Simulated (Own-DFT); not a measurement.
# Which defects push the lattice out? C11b WSi2

Everything here is calculated. The program is Own-DFT (plane waves, in-house, since retired, never reviewed by a person); positions were held fixed, and spin and spin-orbit coupling were off.

All runs used: PBE; PseudoDojo norm-conserving scalar-relativistic files; cutoff 50 hartree; 5 x 5 x 5 k mesh centred on Gamma; cold (Marzari-Vanderbilt) smearing of 0.2 eV.

Caveats: forces on such cells failed a check on a denser k mesh; stress not checked against mesh or cutoff.

All runs share one cell, with vectors in Å (-2.148, -5.953, 3.409); (-6.444, 2.976, 1.136); (-2.553, -2.948, -6.757) and a volume of 403.2 Å³. u is the rms random offset of the atoms per axis. The defect's site can differ from row to row.

```
              cell  formula   u (Å)  P (GPa)
         no defect  Si20W10  0.0186     4.33
         no defect  Si20W10  0.0217     4.40
         no defect  Si20W10  0.0464     5.59
one Si on a W site   Si21W9  0.0290     6.21
one Si on a W site   Si21W9  0.0300     6.17
one Si on a W site   Si21W9  0.0469     7.17
    one Si vacancy  Si19W10  0.0284        ?
    one Si vacancy  Si19W10  0.0317     3.01
    one Si vacancy  Si19W10  0.0496     4.21
    one Si vacancy  Si19W10  0.0516     5.00
one W on a Si site  Si19W11  0.0293     9.55
one W on a Si site  Si19W11  0.0518    11.32
one W on a Si site  Si19W11  0.0550    10.83
```

## Worked fit

P = P0 + c u² + a shift for each defect gives P0 = 3.99 GPa, c = 793 ± 107 GPa/Å² and a scatter of 0.29 GPa. The shifts, and each times the cell's volume:

- one W on a Si site: 4.84 ± 0.27 GPa, 12.2 eV
- one Si on a W site: 1.49 ± 0.24 GPa, 3.7 eV
- one Si vacancy: -1.53 ± 0.27 GPa, -3.9 eV

Positive is outwards. The product with the volume (160.2 GPa Å³ to the eV) is nearly free of the cell's size; divided by the bulk modulus at the cell's pressure it gives the volume that the defect adds. The atoms around the defects weren't relaxed, which would change these numbers.

## Prediction

Question: what pressure belongs in the blank (one Si vacancy, u = 0.0284 Å)?

From the fit: 3.10 ± 0.36 GPa. The hidden result is 3.34 GPa.
